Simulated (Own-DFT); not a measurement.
# Computed records: InAs (zincblende, strongly disordered by large displacements), GaP (zincblende, strongly disordered by large displacements)

Computed with Own-DFT development build. A calculation, not a measurement: plane-wave PBE density functional theory by an unreviewed code, no spin, of a simulated periodic cell, stress positive in tension, free energy of the whole cell less one offset for each atom, forces on such cells passed a denser k mesh, this cell's mesh not checked; broken bonds can close the gap or carry spin, so checks made on this kind of crystal may not hold here; offsets are fitted by least squares, one for each functional and potential file, so energies compare only between cells with the same atoms and settings and are not formation energies; the far tail of each file's local potential was reset to the Coulomb form; each entry is a single point on an unrelaxed cell, so the pressure reflects the starting lattice, mostly measured values (interpolated for alloys), from which strain is counted, and rises with the displacements; printed positions are rounded, which can move forces by about a meV/angstrom; the program, named Own-DFT, is a retired in-house code; no spin-orbit coupling.

Common to all runs: functional PBE; potential files PseudoDojo norm-conserving, scalar-relativistic, standard set; wave cutoff 42 hartree; occupations Fermi-Dirac; smearing width 0.1 eV; k mesh 3 x 3 x 3 centred on Gamma.

(1) InAs (zincblende, strongly disordered by large displacements)

```cif
# cell vector a (Å): 12.1166 0.0000 0.0000
# cell vector b (Å): 0.0000 12.1166 0.0000
# cell vector c (Å): 0.0000 0.0000 12.1166
data_InAs
_symmetry_space_group_name_H-M 'P 1'
_symmetry_Int_Tables_number 1
_cell_length_a 12.1166
_cell_length_b 12.1166
_cell_length_c 12.1166
_cell_angle_alpha 90.000
_cell_angle_beta 90.000
_cell_angle_gamma 90.000
_cell_volume 1778.86
loop_
_atom_site_label
_atom_site_type_symbol
_atom_site_fract_x
_atom_site_fract_y
_atom_site_fract_z
_atom_site_occupancy
In1 In 0.98257 0.00776 0.01531 1
In2 In 0.00819 0.26146 0.24479 1
In3 In 0.25462 0.00525 0.23618 1
In4 In 0.25829 0.24869 0.00491 1
As1 As 0.10801 0.12140 0.13566 1
As2 As 0.12655 0.37207 0.39692 1
As3 As 0.37767 0.11314 0.35333 1
As4 As 0.38810 0.36958 0.11480 1
In5 In 0.01799 0.01928 0.53312 1
In6 In 0.01419 0.27090 0.76417 1
In7 In 0.25549 0.00024 0.74314 1
In8 In 0.26991 0.26538 0.49448 1
As5 As 0.12601 0.15568 0.63058 1
As6 As 0.15111 0.37929 0.86860 1
As7 As 0.34188 0.12825 0.87152 1
As8 As 0.32989 0.37485 0.61629 1
In9 In 0.99502 0.50219 0.00343 1
In10 In 0.98087 0.77669 0.27669 1
In11 In 0.23363 0.49768 0.26813 1
In12 In 0.24210 0.73450 0.00400 1
As9 As 0.11500 0.61524 0.11274 1
As10 As 0.16089 0.88298 0.36051 1
As11 As 0.37006 0.60595 0.36151 1
As12 As 0.38419 0.89065 0.10811 1
In13 In 0.97911 0.49038 0.51274 1
In14 In 0.99304 0.74584 0.73333 1
In15 In 0.23053 0.51364 0.75641 1
In16 In 0.23666 0.74794 0.50035 1
As13 As 0.09314 0.62831 0.64313 1
As14 As 0.13779 0.88985 0.87785 1
As15 As 0.36607 0.63399 0.86056 1
As16 As 0.39659 0.87811 0.63729 1
In17 In 0.47944 0.99673 0.01297 1
In18 In 0.52935 0.25669 0.23946 1
In19 In 0.75861 0.01021 0.26861 1
In20 In 0.76550 0.26052 0.00529 1
As17 As 0.63153 0.13941 0.13936 1
As18 As 0.62653 0.36013 0.35736 1
As19 As 0.85636 0.12433 0.37368 1
As20 As 0.86416 0.36732 0.12981 1
In21 In 0.50101 0.00575 0.49139 1
In22 In 0.51183 0.25831 0.73468 1
In23 In 0.76134 0.98519 0.73970 1
In24 In 0.76753 0.25184 0.47257 1
As21 As 0.62121 0.14435 0.63013 1
As22 As 0.61913 0.39438 0.84435 1
As23 As 0.89536 0.11161 0.85163 1
As24 As 0.85825 0.40333 0.62330 1
In25 In 0.49017 0.51532 0.99456 1
In26 In 0.51557 0.73349 0.28032 1
In27 In 0.73987 0.50059 0.24195 1
In28 In 0.75910 0.75390 0.96973 1
As25 As 0.60300 0.61047 0.11929 1
As26 As 0.61757 0.89342 0.37728 1
As27 As 0.86528 0.62183 0.38005 1
As28 As 0.88353 0.89655 0.10663 1
In29 In 0.53022 0.46067 0.49658 1
In30 In 0.51236 0.77364 0.71164 1
In31 In 0.74210 0.50027 0.75745 1
In32 In 0.75544 0.73668 0.49283 1
As29 As 0.61167 0.64138 0.64675 1
As30 As 0.62168 0.86178 0.86024 1
As31 As 0.88340 0.63938 0.88923 1
As32 As 0.87207 0.88335 0.65300 1
```

Here we set hardware one NVIDIA H200.

It finds free energy of cell above offsets 1.954 eV; pressure 9.96 GPa; stress xx -9.58 GPa; stress yy -11.3 GPa; stress zz -8.99 GPa; stress yz -2.71 GPa; stress xz 1.59 GPa; stress xy 0.15 GPa; wall time 1199 s.

Force:
```csv
element,x (eV/Å),y (eV/Å),z (eV/Å)
In,5.203,4.376,-5.205
In,-0.483,0.103,1.481
In,0.365,0.295,-2.017
In,-1.273,0.241,1.352
As,1.462,0.682,-0.89
As,-2.085,0.438,-1.046
As,0.929,2.454,1.363
As,-0.582,0.547,1.259
In,-1.353,-1.515,-1.732
In,-1.625,-0.103,-0.523
In,-0.883,-0.298,-0.868
In,-1.787,-6.919,-5.492
As,1.79,-0.085,-0.101
As,-2.019,-0.991,2.972
As,3.539,0.05,-0.346
As,5.325,5.324,5.844
In,-0.391,-1.877,-0.939
In,0.983,-0.126,-1.245
In,-0.655,-0.626,-2.708
In,0.662,1.516,-0.757
As,0.472,1.013,3.217
As,-2.96,-0.838,1.873
As,1.321,1.082,2.661
As,-5.424,-7.531,6.051
In,3.458,2.224,-2.541
In,-1.986,4.15,5.081
In,1.476,1.629,-1.618
In,1.176,-0.933,0.731
As,4.161,-3.723,-4.709
As,-1.482,-1.143,0.374
As,1.11,0.625,-0.096
As,-7.125,5.271,-5.108
In,5.806,6.575,-6.108
In,-6.098,-0.286,-0.694
In,-2.561,-3.043,-4.1
In,-2.159,-2.525,-3.323
As,2.433,-3.827,-3.8
As,3.247,2.1,2.147
As,6.764,-0.108,0.902
As,2.254,2.484,1.311
In,-1.022,1.465,1.893
In,-3.973,1.23,1.766
In,-6.576,5.606,4.392
In,-2.498,2.861,4.056
As,2.705,-2.938,-2.867
As,-2.556,-2.54,4.564
As,-0.836,1.473,1.015
As,-1.692,-4.179,1.663
In,-1.623,-1.731,-2.459
In,-0.646,0.629,-1.406
In,0.037,0.521,-0.184
In,-2.573,1.855,3.107
As,2.742,2.669,1.511
As,1.958,-2.334,-0.608
As,1.421,-1.241,-1.917
As,-5.732,-6.08,5.415
In,-2.664,2.364,2.243
In,0.966,-1.362,6.21
In,2.695,4.226,-1.028
In,-2.218,2.425,2.437
As,4.586,-6.186,-4.168
As,-0.107,2.11,1.295
As,1.776,-3.067,-2.667
As,4.822,-4.457,-6.918
```

(2) GaP (zincblende, strongly disordered by large displacements)

```cif
# cell vector a (Å): 10.9010 0.0000 0.0000
# cell vector b (Å): 0.0000 10.9010 0.0000
# cell vector c (Å): 0.0000 0.0000 10.9010
data_GaP
_symmetry_space_group_name_H-M 'P 1'
_symmetry_Int_Tables_number 1
_cell_length_a 10.9010
_cell_length_b 10.9010
_cell_length_c 10.9010
_cell_angle_alpha 90.000
_cell_angle_beta 90.000
_cell_angle_gamma 90.000
_cell_volume 1295.39
loop_
_atom_site_label
_atom_site_type_symbol
_atom_site_fract_x
_atom_site_fract_y
_atom_site_fract_z
_atom_site_occupancy
Ga1 Ga 0.97616 0.98222 0.01351 1
Ga2 Ga 0.00461 0.26188 0.28869 1
Ga3 Ga 0.26673 0.99072 0.26359 1
Ga4 Ga 0.24866 0.19428 0.96502 1
P1 P 0.13443 0.07049 0.10526 1
P2 P 0.15117 0.36573 0.42595 1
P3 P 0.34900 0.11016 0.35855 1
P4 P 0.33792 0.42041 0.13673 1
Ga5 Ga 0.99506 0.98028 0.51576 1
Ga6 Ga 0.98902 0.24063 0.79395 1
Ga7 Ga 0.25853 0.98703 0.73911 1
Ga8 Ga 0.27151 0.25464 0.48278 1
P5 P 0.15335 0.14778 0.62019 1
P6 P 0.09499 0.38052 0.87321 1
P7 P 0.36136 0.11557 0.85942 1
P8 P 0.40370 0.38249 0.64057 1
Ga9 Ga 0.99207 0.45843 0.98893 1
Ga10 Ga 0.95613 0.73059 0.29463 1
Ga11 Ga 0.25363 0.51891 0.30306 1
Ga12 Ga 0.26555 0.73214 0.97510 1
P9 P 0.11797 0.52495 0.14452 1
P10 P 0.12681 0.88369 0.34218 1
P11 P 0.37648 0.63185 0.35000 1
P12 P 0.34198 0.90043 0.13459 1
Ga13 Ga 0.05431 0.52859 0.49407 1
Ga14 Ga 0.91615 0.74961 0.72283 1
Ga15 Ga 0.24661 0.45910 0.74994 1
Ga16 Ga 0.27828 0.76185 0.54262 1
P13 P 0.12534 0.63397 0.60973 1
P14 P 0.14304 0.86989 0.85243 1
P15 P 0.41719 0.56870 0.81490 1
P16 P 0.43959 0.81670 0.63489 1
Ga17 Ga 0.48741 0.02688 0.03420 1
Ga18 Ga 0.52839 0.27089 0.24682 1
Ga19 Ga 0.80110 0.05160 0.28737 1
Ga20 Ga 0.74893 0.20034 0.01290 1
P17 P 0.62236 0.06796 0.13498 1
P18 P 0.56685 0.38873 0.39010 1
P19 P 0.90263 0.14247 0.40718 1
P20 P 0.91055 0.38125 0.16978 1
Ga21 Ga 0.48801 0.04625 0.54956 1
Ga22 Ga 0.50625 0.27212 0.75544 1
Ga23 Ga 0.73548 0.93080 0.71207 1
Ga24 Ga 0.69439 0.20276 0.50335 1
P21 P 0.61416 0.12257 0.63704 1
P22 P 0.63930 0.39204 0.88837 1
P23 P 0.83873 0.16154 0.82879 1
P24 P 0.91367 0.40681 0.59365 1
Ga25 Ga 0.52080 0.55033 0.06230 1
Ga26 Ga 0.48109 0.74483 0.24979 1
Ga27 Ga 0.67565 0.53245 0.27739 1
Ga28 Ga 0.77320 0.75234 0.98405 1
P25 P 0.67783 0.64673 0.13052 1
P26 P 0.63017 0.86956 0.38290 1
P27 P 0.86919 0.60050 0.38553 1
P28 P 0.89236 0.88676 0.13147 1
Ga29 Ga 0.44327 0.48583 0.47393 1
Ga30 Ga 0.45188 0.75762 0.79740 1
Ga31 Ga 0.74922 0.47597 0.72565 1
Ga32 Ga 0.78970 0.75460 0.50765 1
P29 P 0.67509 0.59961 0.57322 1
P30 P 0.62352 0.80152 0.84553 1
P31 P 0.84268 0.61188 0.79826 1
P32 P 0.87567 0.89314 0.61730 1
```

It was run with hardware one NVIDIA H100.

It finds free energy of cell above offsets 39.760 eV; pressure 18.28 GPa; stress xx -18.66 GPa; stress yy -17.01 GPa; stress zz -19.18 GPa; stress yz -0.57 GPa; stress xz 1.23 GPa; stress xy -6.26 GPa; wall time 611.7 s.

Force:
```csv
element,x (eV/Å),y (eV/Å),z (eV/Å)
Ga,4.554,4.137,-7.155
Ga,3.413,-0.228,-0.407
Ga,-6.018,-0.024,0.536
Ga,-6.71,4.748,6.205
P,0.657,2.825,0.447
P,-5.67,4.945,-4.841
P,6.556,6.485,5.41
P,1.132,-0.971,-1.575
Ga,6.79,4.098,-4.369
Ga,6.171,2.004,-4.329
Ga,-0.237,0.073,-2.14
Ga,5.987,-5.192,3.717
P,-1.725,-1.986,1.486
P,7.232,-3.363,-4.543
P,8.281,-2.275,-4.328
P,-2.842,0.653,-2.236
Ga,-5.231,4.308,5.361
Ga,3.973,4.922,-4.086
Ga,-6.166,-5.893,-2.258
Ga,-0.283,-0.136,0.575
P,0.168,1.213,-0.625
P,-3.427,-2.942,3.908
P,2.142,4.114,6.087
P,4.719,-6.204,-6.862
Ga,-4.751,-4.457,-5.311
Ga,7.222,1.649,0.16
Ga,-1.358,1.808,-0.034
Ga,-2.406,-0.636,-2.51
P,3.933,5.828,7.276
P,-2.506,-1.313,0.984
P,-0.21,-2.35,2.104
P,0.76,5.665,-8.028
Ga,-6.996,-2.403,-5.361
Ga,-2.293,-3.229,-3.703
Ga,-4.4,-5.129,-4.478
Ga,-0.218,1.525,0.341
P,7.082,3.435,4.983
P,7.283,-2.828,-0.329
P,0.599,1.866,5.111
P,-2.673,1.315,-1.806
Ga,-8.154,-6.461,-6.679
Ga,2.26,-2.13,3.508
Ga,-8.25,3.444,5.715
Ga,4.749,5.033,-6.688
P,3.989,0.367,11.2
P,-0.538,-1.167,0.842
P,-6.759,-5.511,1.43
P,-1.577,-2.063,1.119
Ga,-3.001,-2.541,-2.418
Ga,3.78,4.792,-2.847
Ga,1.608,-2.523,3.712
Ga,1.45,0.615,-0.549
P,-0.243,2.691,-1.296
P,0.626,0.809,0.433
P,-2.147,-4.322,2.036
P,-5.165,-5.349,5.596
Ga,-2.804,4.276,3.505
Ga,-3.392,-1.731,6.39
Ga,-2.844,-4.938,-2.429
Ga,-2.439,-0.472,-2.736
P,-2.258,-0.763,-0.264
P,4.766,2.632,1.387
P,0.9,-1.205,8.409
P,2.911,0.46,-2.755
```

(3) GaP (zincblende, strongly disordered by large displacements)

```cif
# cell vector a (Å): 10.9010 0.0000 0.0000
# cell vector b (Å): 0.0000 10.9010 0.0000
# cell vector c (Å): 0.0000 0.0000 10.9010
data_GaP
_symmetry_space_group_name_H-M 'P 1'
_symmetry_Int_Tables_number 1
_cell_length_a 10.9010
_cell_length_b 10.9010
_cell_length_c 10.9010
_cell_angle_alpha 90.000
_cell_angle_beta 90.000
_cell_angle_gamma 90.000
_cell_volume 1295.39
loop_
_atom_site_label
_atom_site_type_symbol
_atom_site_fract_x
_atom_site_fract_y
_atom_site_fract_z
_atom_site_occupancy
Ga1 Ga 0.00019 0.97668 0.97993 1
Ga2 Ga 0.94735 0.32310 0.24716 1
Ga3 Ga 0.22589 0.96213 0.19256 1
Ga4 Ga 0.23651 0.23335 0.05718 1
P1 P 0.15620 0.10797 0.13818 1
P2 P 0.09642 0.38945 0.31331 1
P3 P 0.41859 0.12764 0.36598 1
P4 P 0.40449 0.37402 0.18252 1
Ga5 Ga 0.97177 0.94212 0.53500 1
Ga6 Ga 0.00344 0.25892 0.74933 1
Ga7 Ga 0.25973 0.99573 0.69272 1
Ga8 Ga 0.23589 0.23094 0.47213 1
P5 P 0.13993 0.12828 0.56874 1
P6 P 0.14311 0.31462 0.90775 1
P7 P 0.35833 0.10051 0.87888 1
P8 P 0.34022 0.38730 0.66080 1
Ga9 Ga 0.00416 0.43898 0.97188 1
Ga10 Ga 0.00838 0.78708 0.26599 1
Ga11 Ga 0.27127 0.53817 0.23529 1
Ga12 Ga 0.27216 0.75374 0.04178 1
P9 P 0.08225 0.57026 0.15041 1
P10 P 0.16229 0.86728 0.39797 1
P11 P 0.36519 0.63380 0.39060 1
P12 P 0.37775 0.90142 0.14502 1
Ga13 Ga 0.00688 0.54843 0.47414 1
Ga14 Ga 0.98673 0.75452 0.75836 1
Ga15 Ga 0.28692 0.47579 0.84046 1
Ga16 Ga 0.27646 0.71257 0.54870 1
P13 P 0.14635 0.60240 0.55252 1
P14 P 0.17438 0.89714 0.87138 1
P15 P 0.40978 0.58774 0.87857 1
P16 P 0.38450 0.81357 0.62822 1
Ga17 Ga 0.51822 0.02310 0.02614 1
Ga18 Ga 0.56741 0.22170 0.25473 1
Ga19 Ga 0.76598 0.00091 0.25529 1
Ga20 Ga 0.70266 0.23070 0.97715 1
P17 P 0.68130 0.16950 0.13488 1
P18 P 0.60995 0.38821 0.40182 1
P19 P 0.86232 0.12361 0.32823 1
P20 P 0.87530 0.39983 0.09732 1
Ga21 Ga 0.47953 0.96185 0.46694 1
Ga22 Ga 0.52995 0.32768 0.78503 1
Ga23 Ga 0.69167 0.95284 0.75865 1
Ga24 Ga 0.81471 0.23827 0.48379 1
P21 P 0.64433 0.12183 0.64686 1
P22 P 0.59601 0.39080 0.92972 1
P23 P 0.84711 0.14415 0.90941 1
P24 P 0.81139 0.36813 0.59427 1
Ga25 Ga 0.49872 0.49050 0.04225 1
Ga26 Ga 0.44037 0.75235 0.25393 1
Ga27 Ga 0.74593 0.50949 0.22919 1
Ga28 Ga 0.76430 0.77358 0.97400 1
P25 P 0.60511 0.64499 0.05189 1
P26 P 0.66239 0.95693 0.38341 1
P27 P 0.88287 0.63535 0.40286 1
P28 P 0.90072 0.81267 0.06855 1
Ga29 Ga 0.49528 0.50361 0.45679 1
Ga30 Ga 0.49739 0.77514 0.74702 1
Ga31 Ga 0.82819 0.51371 0.76216 1
Ga32 Ga 0.72858 0.73519 0.46837 1
P29 P 0.64450 0.62104 0.61183 1
P30 P 0.60133 0.83752 0.86698 1
P31 P 0.91226 0.64492 0.86572 1
P32 P 0.87442 0.79098 0.61817 1
```

It was run with hardware one NVIDIA H100.

Results for GaP (zincblende, strongly disordered by large displacements): free energy of cell above offsets 53.845 eV; pressure 22.47 GPa; stress xx -25.33 GPa; stress yy -19.8 GPa; stress zz -22.27 GPa; stress yz 0.42 GPa; stress xz -2.03 GPa; stress xy -4.14 GPa; wall time 654 s.

Force:
```csv
element,x (eV/Å),y (eV/Å),z (eV/Å)
Ga,0.262,1.525,0.03
Ga,-3.718,-6.049,1.159
Ga,-5.202,-3.688,7.371
Ga,7.229,6.301,-2.962
P,-10.46,0.35,2.192
P,6.633,2.783,4.208
P,-2.265,0.671,0.293
P,-1.419,-0.962,-0.182
Ga,2.174,2.374,-1.957
Ga,-1.051,-0.678,-0.852
Ga,0.444,0.317,0.931
Ga,6.485,6.501,-6.119
P,-6.997,-6.63,6.881
P,0.63,1.42,-3.059
P,0.369,0.119,0.148
P,1.498,-0.678,-1.91
Ga,2.118,3.454,-2.098
Ga,-0.114,-1.446,0.305
Ga,-0.478,-1.127,-0.832
Ga,-1.018,-1.62,-1.704
P,0.664,0.797,-0.018
P,-0.746,0.707,-0.741
P,-0.231,-0.425,-0.884
P,9.592,-1.804,-3.637
Ga,0.509,-9.757,-0.073
Ga,8.495,5.862,-2.649
Ga,-7.751,-6.541,-2.262
Ga,-2.011,0.045,-4.372
P,0.659,-3.439,6.752
P,-0.903,-0.417,-0.437
P,4.93,8.08,1.84
P,-0.075,11.23,-2.668
Ga,-0.446,0.09,-1.043
Ga,-6.305,3.695,6.436
Ga,0.526,-4.488,-11.82
Ga,-1.297,5.272,-6.596
P,3.118,-7.443,3.274
P,7.483,-6.578,-4.024
P,7.487,6.892,3.788
P,-6.594,0.164,-0.937
Ga,-0.793,-0.358,1.512
Ga,-4.762,-4.586,-9.435
Ga,3.593,4.549,-3.671
Ga,-0.913,-7.146,-4.308
P,-0.446,0.43,-0.661
P,7.806,0.165,1.795
P,5.946,-3.673,-3.858
P,0.92,7.872,6.662
Ga,-4.979,0.348,4.094
Ga,3.034,-0.434,-0.727
Ga,-0.704,1.422,0.653
Ga,-7.48,-3.381,-4.584
P,2.482,3.361,3.672
P,-4.469,-5.138,7.572
P,-7.447,4.859,-8.306
P,8.005,3.07,6.78
Ga,-4.236,4.702,5.199
Ga,1.907,-8.005,0.605
Ga,-2.911,-3.307,-3.138
Ga,-2.068,2.428,-0.417
P,-1.812,-0.731,1.257
P,2.941,1.992,10.22
P,-2.108,-5.164,9.183
P,-3.724,1.84,-1.866
```
